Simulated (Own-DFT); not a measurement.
## Calculated data, Al3GaN4 (wurtzite random alloy, strained, atoms displaced), AlGa3N4 (wurtzite random alloy, strained, atoms displaced)

All values are calculated (Own-DFT development build). A calculation, not a measurement: plane-wave PBE density functional theory by an unreviewed code, no spin, of a simulated periodic cell, stress positive in tension, free energy of the whole cell less one offset for each atom, forces on such cells passed a denser k mesh, this cell's mesh not checked; offsets are fitted by least squares, one for each functional and potential file, so energies compare only between cells with the same atoms and settings and are not formation energies; the far tail of each file's local potential was reset to the Coulomb form; each entry is a single point on an unrelaxed cell, so the pressure reflects the starting lattice, mostly measured values, from which strain is counted, and rises with the displacements; printed positions are rounded, which can move forces by about a meV/angstrom; the program is a retired in-house code; no spin-orbit coupling.

Common to all runs: functional PBE; k mesh 4 x 4 x 3 centred on Gamma.

(1) 
```cif
# cell vector a (Å): 9.4407 0.0000 0.0000
# cell vector b (Å): -4.7204 8.1759 0.0000
# cell vector c (Å): 0.0000 0.0000 10.0655
data_Al3GaN4
_symmetry_space_group_name_H-M 'P 1'
_symmetry_Int_Tables_number 1
_cell_length_a 9.4407
_cell_length_b 9.4407
_cell_length_c 10.0655
_cell_angle_alpha 90.000
_cell_angle_beta 90.000
_cell_angle_gamma 120.000
_cell_volume 776.92
loop_
_atom_site_label
_atom_site_type_symbol
_atom_site_fract_x
_atom_site_fract_y
_atom_site_fract_z
_atom_site_occupancy
Ga1 Ga 0.10956 0.21758 0.00703 1
Al1 Al 0.21549 0.11420 0.25513 1
N1 N 0.10828 0.21506 0.19065 1
N2 N 0.22240 0.10869 0.43685 1
Al2 Al 0.12018 0.23013 0.49934 1
Ga2 Ga 0.22211 0.10125 0.74317 1
N3 N 0.11553 0.21599 0.68625 1
N4 N 0.22297 0.11781 0.93629 1
Ga3 Ga 0.11481 0.56380 0.00020 1
Al3 Al 0.22582 0.45694 0.23880 1
N5 N 0.11389 0.55881 0.19182 1
N6 N 0.21808 0.44829 0.43750 1
Al4 Al 0.11160 0.54508 0.50755 1
Al5 Al 0.23281 0.45168 0.74705 1
N7 N 0.10750 0.55176 0.68977 1
N8 N 0.22084 0.43933 0.94294 1
Al6 Al 0.11166 0.89020 0.99968 1
Al7 Al 0.22100 0.77815 0.25413 1
N9 N 0.11443 0.89503 0.18002 1
N10 N 0.21912 0.77095 0.44687 1
Al8 Al 0.11046 0.88707 0.50236 1
Al9 Al 0.21725 0.77365 0.74541 1
N11 N 0.10355 0.88597 0.69269 1
N12 N 0.22259 0.77568 0.93058 1
Al10 Al 0.44892 0.22303 0.00293 1
Ga4 Ga 0.55480 0.10417 0.25318 1
N13 N 0.44040 0.22265 0.18998 1
N14 N 0.55343 0.12246 0.44452 1
Al11 Al 0.45244 0.21895 0.50347 1
Al12 Al 0.56240 0.11480 0.75249 1
N15 N 0.44510 0.23010 0.68718 1
N16 N 0.56272 0.11694 0.94203 1
Al13 Al 0.44119 0.55631 0.99862 1
Al14 Al 0.55554 0.44355 0.24995 1
N17 N 0.45025 0.56691 0.18546 1
N18 N 0.56072 0.44040 0.45056 1
Al15 Al 0.44677 0.54744 0.49033 1
Al16 Al 0.54570 0.43442 0.75098 1
N19 N 0.45010 0.57172 0.67994 1
N20 N 0.54785 0.43204 0.93588 1
Ga5 Ga 0.45822 0.90439 0.99268 1
Al17 Al 0.55646 0.77391 0.24764 1
N21 N 0.44559 0.89571 0.18416 1
N22 N 0.55684 0.77654 0.44253 1
Al18 Al 0.43798 0.88877 0.50229 1
Al19 Al 0.56723 0.79125 0.74710 1
N23 N 0.44761 0.88421 0.69270 1
N24 N 0.55895 0.77489 0.94763 1
Al20 Al 0.77350 0.21919 0.00343 1
Ga6 Ga 0.89155 0.11549 0.24847 1
N25 N 0.77541 0.22117 0.18542 1
N26 N 0.89454 0.11277 0.44675 1
Al21 Al 0.77829 0.22629 0.50528 1
Al22 Al 0.89557 0.11607 0.75766 1
N27 N 0.78421 0.22780 0.68347 1
N28 N 0.89641 0.11402 0.92210 1
Ga7 Ga 0.78012 0.56418 0.00227 1
Al23 Al 0.88607 0.43601 0.24788 1
N29 N 0.77421 0.55536 0.19098 1
N30 N 0.88926 0.44234 0.44266 1
Al24 Al 0.77202 0.55100 0.49823 1
Al25 Al 0.89577 0.45152 0.74213 1
N31 N 0.78850 0.55518 0.69266 1
N32 N 0.89689 0.45076 0.94376 1
Al26 Al 0.77474 0.89224 0.00123 1
Ga8 Ga 0.88773 0.77055 0.24865 1
N33 N 0.77765 0.89514 0.18702 1
N34 N 0.88447 0.77682 0.44859 1
Ga9 Ga 0.78476 0.89131 0.50244 1
Al27 Al 0.88160 0.77188 0.74447 1
N35 N 0.77727 0.88821 0.69222 1
N36 N 0.89625 0.78998 0.93787 1
_calc_potential_files 'PseudoDojo norm-conserving, scalar-relativistic, standard set'
_calc_wave_cutoff 42  # hartree
_calc_occupations 'Fermi-Dirac'
_calc_smearing_width 0.1  # eV
_calc_free_energy_of_cell_above_offsets '-17.460'  # eV
_calc_pressure 4.33  # GPa
_calc_stress_xx -2.42  # GPa
_calc_stress_yy -3.59  # GPa
_calc_stress_zz -6.98  # GPa
_calc_stress_yz -0.57  # GPa
_calc_stress_xz 0.21  # GPa
_calc_stress_xy -0.05  # GPa
```

Force:
| element | x (eV/Å) | y (eV/Å) | z (eV/Å) |
| --- | --- | --- | --- |
| Ga | 0.035 | 0.244 | -1.978 |
| Al | 1.75 | -0.845 | -1.038 |
| N | 0.147 | 2.438 | 1.086 |
| N | 0.323 | 0.241 | 1.191 |
| Al | -0.405 | -1.069 | 0.076 |
| Ga | -0.623 | 1.464 | 1.337 |
| N | -1.289 | 1.878 | -0.056 |
| N | 2.114 | -1.413 | 0.859 |
| Ga | 0.644 | -0.687 | -0.311 |
| Al | 0.788 | -1.496 | 1.288 |
| N | -1.112 | 0.199 | 0.683 |
| N | 2.075 | -0.671 | -0.985 |
| Al | -1.38 | 1.081 | -1.141 |
| Al | -0.273 | -1.06 | 0.369 |
| N | 1.435 | 0.477 | 0.237 |
| N | 0.435 | 1.27 | -0.758 |
| Al | 0.449 | 0.64 | -1.656 |
| Al | 0.005 | 0.632 | -0.56 |
| N | 0.597 | -0.514 | 2.303 |
| N | -0.402 | 0.478 | -0.545 |
| Al | -0.396 | -0.027 | -0.148 |
| Al | 0.369 | 0.293 | 0.069 |
| N | 1.073 | -1.755 | -1.336 |
| N | -0.313 | 1.902 | 0.46 |
| Al | -1.402 | -0.579 | -0.219 |
| Ga | -0.994 | 1.327 | 0.176 |
| N | -0.195 | 0.484 | 0.32 |
| N | 3.122 | -2.618 | -0.12 |
| Al | -3.307 | 1.115 | 0.02 |
| Al | -0.27 | 0.174 | -0.976 |
| N | 1.841 | -1.88 | 0.02 |
| N | -0.522 | 1.607 | -1.338 |
| Al | 0.694 | -0.68 | -0.615 |
| Al | -0.36 | -0.328 | 0.168 |
| N | 0.254 | -2.14 | 0.702 |
| N | -1.304 | -0.392 | -2.207 |
| Al | -1.186 | 1.517 | 1.117 |
| Al | 0.37 | 2.638 | -0.439 |
| N | 0.735 | -1.575 | 1.211 |
| N | -0.419 | 1.712 | 0.628 |
| Ga | -0.994 | -3.095 | 0.573 |
| Al | -0.461 | 2.158 | 0.726 |
| N | 0.12 | -2.392 | 1.294 |
| N | -1.05 | -0.106 | -1.295 |
| Al | 1.539 | -0.095 | -0.06 |
| Al | -0.261 | -1.969 | 0.652 |
| N | -1.605 | 1.67 | -0.165 |
| N | -0.099 | 0.337 | -1.758 |
| Al | 1.699 | 1.622 | -1.682 |
| Ga | -0.356 | -0.709 | 1.565 |
| N | 0.164 | 0.599 | 0.387 |
| N | -0.745 | 1.411 | -0.676 |
| Al | 0.706 | -0.756 | -1.458 |
| Al | 0.334 | -0.086 | -5.992 |
| N | -0.315 | -0.535 | 2.321 |
| N | -2.033 | -0.617 | 6.736 |
| Ga | 0.131 | -0.486 | -1.561 |
| Al | -0.062 | 1.211 | 0.551 |
| N | 0.526 | -1.724 | 0.94 |
| N | -0.161 | 0.302 | -0.804 |
| Al | 1.786 | 0.898 | 1.136 |
| Al | -0.104 | -1.455 | 1.915 |
| N | -2.41 | -0.188 | -0.836 |
| N | -1.243 | -1.7 | -0.951 |
| Al | 1.463 | 0.272 | -0.868 |
| Ga | -0.296 | 2.058 | 0.555 |
| N | -0.04 | -1.059 | 0.058 |
| N | 2.235 | -1.174 | -1.103 |
| Ga | -1.647 | 0.386 | 0.067 |
| Al | 0.202 | 0.625 | 1.08 |
| N | 0.694 | 1.018 | 0.834 |
| N | -0.823 | -0.504 | -0.075 |

(2) 
```cif
# cell vector a (Å): 9.4407 0.0000 0.0000
# cell vector b (Å): -4.7204 8.1759 0.0000
# cell vector c (Å): 0.0000 0.0000 10.0655
data_Al3GaN4
_symmetry_space_group_name_H-M 'P 1'
_symmetry_Int_Tables_number 1
_cell_length_a 9.4407
_cell_length_b 9.4407
_cell_length_c 10.0655
_cell_angle_alpha 90.000
_cell_angle_beta 90.000
_cell_angle_gamma 120.000
_cell_volume 776.92
loop_
_atom_site_label
_atom_site_type_symbol
_atom_site_fract_x
_atom_site_fract_y
_atom_site_fract_z
_atom_site_occupancy
Al1 Al 0.10409 0.22789 0.00001 1
Al2 Al 0.22936 0.11697 0.25590 1
N1 N 0.11076 0.22750 0.19691 1
N2 N 0.23247 0.11541 0.43563 1
Al3 Al 0.11037 0.23035 0.49968 1
Al4 Al 0.21631 0.10355 0.74764 1
N3 N 0.11478 0.22499 0.69128 1
N4 N 0.21300 0.10817 0.93941 1
Al5 Al 0.10908 0.56245 0.98908 1
Ga1 Ga 0.21937 0.43916 0.24980 1
N5 N 0.10923 0.55687 0.19399 1
N6 N 0.22776 0.44323 0.43582 1
Al6 Al 0.10546 0.54988 0.49924 1
Al7 Al 0.22634 0.44358 0.74706 1
N7 N 0.11462 0.55565 0.69790 1
N8 N 0.21559 0.43945 0.94710 1
Al8 Al 0.11198 0.89131 0.00214 1
Al9 Al 0.21691 0.77591 0.24903 1
N9 N 0.11929 0.89655 0.18339 1
N10 N 0.21967 0.77539 0.43340 1
Al10 Al 0.09403 0.88590 0.50032 1
Al11 Al 0.22866 0.77183 0.75028 1
N11 N 0.10477 0.88701 0.69088 1
N12 N 0.22409 0.77939 0.94205 1
Al12 Al 0.44208 0.22470 0.00224 1
Al13 Al 0.56234 0.12049 0.25809 1
N13 N 0.44561 0.21677 0.18696 1
N14 N 0.54912 0.09888 0.43797 1
Ga2 Ga 0.44272 0.22087 0.50244 1
Ga3 Ga 0.55088 0.10470 0.75738 1
N15 N 0.44561 0.22345 0.68424 1
N16 N 0.54813 0.10281 0.94568 1
Ga4 Ga 0.44570 0.55809 0.00133 1
Al14 Al 0.55608 0.44119 0.24835 1
N17 N 0.44938 0.55839 0.18625 1
N18 N 0.55757 0.44119 0.43686 1
Al15 Al 0.44369 0.57092 0.50327 1
Ga5 Ga 0.55911 0.44898 0.75401 1
N19 N 0.44603 0.55916 0.69203 1
N20 N 0.55456 0.43699 0.94021 1
Al16 Al 0.44195 0.88954 0.00211 1
Ga6 Ga 0.54596 0.77326 0.24980 1
N21 N 0.44472 0.89552 0.19763 1
N22 N 0.55293 0.78307 0.43550 1
Al17 Al 0.44744 0.88807 0.50576 1
Al18 Al 0.55493 0.77192 0.74879 1
N23 N 0.44435 0.89191 0.69408 1
N24 N 0.54806 0.77315 0.94338 1
Al19 Al 0.78809 0.22336 0.00132 1
Al20 Al 0.88228 0.10444 0.25143 1
N25 N 0.77550 0.22243 0.18263 1
N26 N 0.88610 0.10963 0.44445 1
Al21 Al 0.78363 0.22894 0.50910 1
Al22 Al 0.88755 0.10088 0.74964 1
N27 N 0.78617 0.23157 0.68772 1
N28 N 0.90024 0.11897 0.94238 1
Ga7 Ga 0.76882 0.55332 0.99944 1
Ga8 Ga 0.88818 0.45040 0.25325 1
N29 N 0.78133 0.56153 0.18148 1
N30 N 0.89685 0.44153 0.43519 1
Al23 Al 0.77090 0.54429 0.49332 1
Al24 Al 0.88664 0.44012 0.74873 1
N31 N 0.77526 0.55374 0.69262 1
N32 N 0.88961 0.44938 0.93184 1
Al25 Al 0.77702 0.89471 0.00203 1
Al26 Al 0.88313 0.77485 0.25128 1
N33 N 0.77959 0.88360 0.19521 1
N34 N 0.87548 0.77741 0.43919 1
Ga9 Ga 0.76404 0.88230 0.50593 1
Al27 Al 0.89191 0.77675 0.74721 1
N35 N 0.78691 0.88845 0.68803 1
N36 N 0.88645 0.78117 0.94157 1
_calc_potential_files 'PseudoDojo norm-conserving, scalar-relativistic, standard set'
_calc_wave_cutoff 42  # hartree
_calc_occupations 'Fermi-Dirac'
_calc_smearing_width 0.1  # eV
_calc_free_energy_of_cell_above_offsets '-17.713'  # eV
_calc_pressure 4.25  # GPa
_calc_stress_xx -0.58  # GPa
_calc_stress_yy -4.31  # GPa
_calc_stress_zz -7.87  # GPa
_calc_stress_yz -0.49  # GPa
_calc_stress_xz -0.92  # GPa
_calc_stress_xy -0.82  # GPa
```

Force:
| element | x (eV/Å) | y (eV/Å) | z (eV/Å) |
| --- | --- | --- | --- |
| Al | 2.817 | -0.438 | 1.273 |
| Al | -0.522 | -0.677 | -1.812 |
| N | 0.123 | -2.913 | -1.252 |
| N | -2.99 | -1.374 | 1.237 |
| Al | 1.048 | -1.402 | -0.179 |
| Al | 0.419 | 1.136 | 0.523 |
| N | -0.329 | -0.513 | -0.496 |
| N | 0.64 | 0.909 | -0.104 |
| Al | 0.41 | -1.042 | 1.666 |
| Ga | -0.199 | 1.948 | -0.763 |
| N | 0.24 | 0.631 | -1.728 |
| N | -0.738 | 0.969 | 2.541 |
| Al | 1.427 | 1.621 | -0.02 |
| Al | -0.597 | -0.412 | 1.372 |
| N | -0.108 | -0.55 | -1.49 |
| N | -0.22 | 1.292 | -1.743 |
| Al | -0.447 | -0.105 | -0.836 |
| Al | 0.522 | 0.776 | -0.336 |
| N | -1.019 | -0.612 | 1.95 |
| N | -0.51 | -0.203 | 2.283 |
| Al | 1.958 | 0.464 | -0.624 |
| Al | -1.785 | 0.926 | 0.377 |
| N | 1.394 | -0.359 | -0.608 |
| N | -0.285 | 0.387 | -0.801 |
| Al | -0.117 | -1.646 | -0.448 |
| Al | -0.049 | -1.393 | -1.614 |
| N | -0.406 | 1.395 | 0.779 |
| N | 1.323 | 1.741 | 1.429 |
| Ga | 1.012 | -0.092 | -0.953 |
| Ga | -0.021 | 1.976 | -0.415 |
| N | -0.727 | -0.626 | 2.587 |
| N | 0.777 | 1.553 | 0.294 |
| Ga | -0.362 | -1.316 | -0.41 |
| Al | -0.245 | 0.251 | -0.312 |
| N | 0.492 | -1.5 | 1.459 |
| N | -0.911 | 1.314 | -0.271 |
| Al | 1.155 | -2.013 | -0.884 |
| Ga | -0.087 | -1.271 | -0.861 |
| N | -0.64 | 0.138 | -0.812 |
| N | -1.387 | -0.189 | 0.382 |
| Al | 0.045 | -0.444 | 1.217 |
| Ga | 0.388 | 1.083 | -0.908 |
| N | -0.472 | -0.126 | -1.356 |
| N | -0.703 | -1.187 | 2.099 |
| Al | -1.898 | 0.14 | -1.261 |
| Al | -0.018 | 1.41 | 1.21 |
| N | 1.256 | -2.065 | -0.958 |
| N | 0.732 | 2.268 | -1.279 |
| Al | -1.834 | 0.621 | -0.893 |
| Al | 0.217 | 0.78 | 0.302 |
| N | 0.543 | -0.452 | 1.484 |
| N | -0.043 | 0.931 | -0.32 |
| Al | -0.502 | -1.648 | -2.142 |
| Al | 0.061 | 2.108 | -0.011 |
| N | 0.443 | -1.903 | 1.272 |
| N | -2.283 | -1.95 | -1.09 |
| Ga | 1.595 | 0.887 | -1.176 |
| Ga | 0.655 | -0.723 | -2.21 |
| N | -1.005 | -0.441 | 2.815 |
| N | -1.843 | -0.175 | 2.56 |
| Al | 0.305 | 1.234 | 1.144 |
| Al | -0.141 | 1.32 | 0.294 |
| N | 1.439 | 0.627 | -1.562 |
| N | 0.466 | -1.122 | 0.951 |
| Al | 0.561 | -0.84 | 0.286 |
| Al | 1.218 | 0.74 | -0.655 |
| N | -0.934 | 1.149 | -1.145 |
| N | 1.831 | -1.418 | -0.173 |
| Ga | 0.816 | 1.279 | -1.537 |
| Al | -0.189 | -0.771 | 1.254 |
| N | -1.71 | -0.637 | 2.181 |
| N | -0.052 | 0.538 | -0.772 |

(3) 
```cif
# cell vector a (Å): 9.2240 0.0000 0.0000
# cell vector b (Å): -4.6120 7.9882 0.0000
# cell vector c (Å): 0.0000 0.0000 10.2685
data_AlGa3N4
_symmetry_space_group_name_H-M 'P 1'
_symmetry_Int_Tables_number 1
_cell_length_a 9.2240
_cell_length_b 9.2240
_cell_length_c 10.2685
_cell_angle_alpha 90.000
_cell_angle_beta 90.000
_cell_angle_gamma 120.000
_cell_volume 756.62
loop_
_atom_site_label
_atom_site_type_symbol
_atom_site_fract_x
_atom_site_fract_y
_atom_site_fract_z
_atom_site_occupancy
Ga1 Ga 0.10579 0.22548 0.00053 1
Al1 Al 0.21665 0.10537 0.24525 1
N1 N 0.12572 0.22960 0.18508 1
N2 N 0.21076 0.10916 0.44078 1
Ga2 Ga 0.12186 0.23552 0.50403 1
Al2 Al 0.22179 0.11089 0.74575 1
N3 N 0.11208 0.21059 0.68860 1
N4 N 0.23011 0.10860 0.94340 1
Ga3 Ga 0.11306 0.55557 0.99965 1
Ga4 Ga 0.21678 0.43891 0.24612 1
N5 N 0.10625 0.55095 0.18682 1
N6 N 0.21421 0.43572 0.43966 1
Ga5 Ga 0.10962 0.55364 0.50506 1
Ga6 Ga 0.22112 0.45476 0.74214 1
N7 N 0.11151 0.55358 0.68560 1
N8 N 0.22253 0.44110 0.93715 1
Ga7 Ga 0.11708 0.89418 0.99930 1
Al3 Al 0.21922 0.77509 0.25518 1
N9 N 0.12223 0.89660 0.19297 1
N10 N 0.21898 0.77344 0.44198 1
Ga8 Ga 0.10342 0.89672 0.50254 1
Ga9 Ga 0.23150 0.77900 0.75850 1
N11 N 0.11181 0.88293 0.69026 1
N12 N 0.21934 0.77626 0.94103 1
Al4 Al 0.44459 0.22562 0.00322 1
Al5 Al 0.56770 0.12150 0.24912 1
N13 N 0.44414 0.22254 0.18208 1
N14 N 0.55803 0.11340 0.43764 1
Ga10 Ga 0.44093 0.21316 0.48957 1
Ga11 Ga 0.56432 0.11267 0.74947 1
N15 N 0.44600 0.21721 0.68187 1
N16 N 0.55724 0.11680 0.94041 1
Ga12 Ga 0.44819 0.55201 0.00010 1
Ga13 Ga 0.56512 0.44133 0.24819 1
N17 N 0.44344 0.54906 0.19139 1
N18 N 0.56817 0.44988 0.43518 1
Ga14 Ga 0.45581 0.56353 0.49573 1
Al6 Al 0.55704 0.44572 0.75888 1
N19 N 0.44241 0.54761 0.68752 1
N20 N 0.55707 0.43873 0.93840 1
Ga15 Ga 0.44880 0.88955 0.99731 1
Ga16 Ga 0.56323 0.78265 0.23987 1
N21 N 0.43760 0.88397 0.18434 1
N22 N 0.56160 0.78488 0.43918 1
Ga17 Ga 0.43418 0.89009 0.49176 1
Al7 Al 0.55143 0.76916 0.74832 1
N23 N 0.44571 0.89101 0.69425 1
N24 N 0.55245 0.77249 0.93851 1
Ga18 Ga 0.77494 0.22522 0.00039 1
Ga19 Ga 0.89392 0.11029 0.25021 1
N25 N 0.76636 0.20766 0.18907 1
N26 N 0.88944 0.11881 0.44093 1
Al8 Al 0.76454 0.21547 0.50157 1
Ga20 Ga 0.88756 0.10541 0.74849 1
N27 N 0.77965 0.22313 0.68537 1
N28 N 0.88478 0.11350 0.93753 1
Ga21 Ga 0.78865 0.56155 0.00278 1
Ga22 Ga 0.89878 0.44168 0.25607 1
N29 N 0.78161 0.56669 0.19204 1
N30 N 0.89228 0.45097 0.44620 1
Ga23 Ga 0.77913 0.55225 0.50401 1
Al9 Al 0.89391 0.44135 0.74979 1
N31 N 0.77991 0.55827 0.68974 1
N32 N 0.89282 0.44774 0.93856 1
Ga24 Ga 0.76496 0.89145 0.00022 1
Ga25 Ga 0.87541 0.76465 0.26053 1
N33 N 0.78014 0.90127 0.18600 1
N34 N 0.87956 0.76960 0.43567 1
Ga26 Ga 0.77634 0.88301 0.50903 1
Ga27 Ga 0.89163 0.78486 0.75842 1
N35 N 0.76622 0.88726 0.69032 1
N36 N 0.86956 0.76753 0.93768 1
_calc_potential_files 'PseudoDojo norm-conserving, scalar-relativistic, standard set with the stringent files for Ga'
_calc_wave_cutoff 96  # hartree
_calc_occupations 'Gaussian'
_calc_smearing_width 0.01  # eV
_calc_free_energy_of_cell_above_offsets '-5.242'  # eV
_calc_pressure 21.18  # GPa
_calc_stress_xx -24.56  # GPa
_calc_stress_yy -26.34  # GPa
_calc_stress_zz -12.65  # GPa
_calc_stress_yz 0.46  # GPa
_calc_stress_xz 0.4  # GPa
_calc_stress_xy -0.87  # GPa
```

Force:
| element | x (eV/Å) | y (eV/Å) | z (eV/Å) |
| --- | --- | --- | --- |
| Ga | 1.436 | -1.156 | -0.372 |
| Al | 0.892 | 1.742 | 1.135 |
| N | -1.09 | -2.504 | -0.076 |
| N | 1.477 | 0.735 | -2.65 |
| Ga | -1.409 | -3.293 | 0.951 |
| Al | 2.148 | -0.573 | 1.206 |
| N | -1.033 | 1.495 | 0.369 |
| N | -1.381 | 1.608 | -2.158 |
| Ga | 0.409 | -0.176 | 0.442 |
| Ga | 0.861 | 1.761 | 1.61 |
| N | 0.82 | 1.75 | 0.073 |
| N | 0.96 | 4.076 | -1.498 |
| Ga | 0.612 | 0.149 | -0.596 |
| Ga | 2.292 | -2.906 | 1.837 |
| N | -2.078 | 0.889 | 0.868 |
| N | -0.107 | 1.06 | -0.937 |
| Ga | -1.467 | -1.338 | 1.281 |
| Al | 0.317 | 0.17 | -0.57 |
| N | -0.904 | -2.393 | -0.285 |
| N | -1.744 | 0.269 | -1.714 |
| Ga | 0.892 | -2.1 | 0.462 |
| Ga | -1.437 | -0.214 | -0.876 |
| N | -0.44 | 1.263 | 0.201 |
| N | 0.628 | 0.017 | -0.167 |
| Al | 0.612 | -0.609 | -0.487 |
| Al | -3.355 | -2.848 | 0.347 |
| N | 0.587 | -1.132 | 1.329 |
| N | 0.266 | -0.521 | -2.137 |
| Ga | -1.422 | 1.9 | 1.686 |
| Ga | -1.52 | 0.209 | 0.818 |
| N | -1.019 | 1.048 | 0.837 |
| N | -0.86 | -0.357 | -0.485 |
| Ga | -0.471 | -0.55 | 0.801 |
| Ga | -1.747 | -0.137 | 0.535 |
| N | 0.293 | 0.899 | -0.601 |
| N | -1.598 | -1.583 | -0.308 |
| Ga | -0.743 | -1.283 | 0.091 |
| Al | 0.635 | -1.058 | -1.837 |
| N | 0.864 | 1.139 | 0.142 |
| N | 0.258 | 0.1 | -0.101 |
| Ga | -1.138 | 0.393 | 0.679 |
| Ga | -1.586 | -1.073 | 1.736 |
| N | -0.236 | 1.081 | 1.266 |
| N | -1.048 | -0.066 | -1.064 |
| Ga | 2.24 | -0.171 | 1.833 |
| Al | -0.841 | 0.27 | 0.378 |
| N | 1.582 | -1.115 | -1.261 |
| N | -0.817 | -0.377 | -1.987 |
| Ga | 0.29 | 0.189 | 0.49 |
| Ga | 0.303 | 1.49 | 1.486 |
| N | 2.157 | 2.828 | -0.651 |
| N | -0.153 | -0.6 | 0.124 |
| Al | 2.446 | 1.507 | 0.31 |
| Ga | -0.116 | 1.153 | 0.321 |
| N | 0.789 | 0.983 | -0.523 |
| N | 0.304 | -0.25 | -0.431 |
| Ga | -0.958 | -1.554 | 0.715 |
| Ga | -2.334 | -0.731 | 0.458 |
| N | 1.982 | -3.34 | -2.01 |
| N | 0.346 | -2.784 | -1.323 |
| Ga | -0.346 | 0.545 | 1.358 |
| Al | -1.433 | 0.624 | 0.082 |
| N | 0.167 | -0.952 | 1.158 |
| N | 0.138 | -0.447 | -1.423 |
| Ga | 2.231 | 0.277 | 0.353 |
| Ga | 0.65 | 4.48 | -1.458 |
| N | 1.747 | -1.956 | -0.574 |
| N | 0.433 | 1.161 | 1.902 |
| Ga | -0.24 | 1.742 | -1.181 |
| Ga | -0.041 | -1.004 | -1.185 |
| N | 0.902 | -0.944 | 0.531 |
| N | 1.143 | 3.094 | 0.723 |
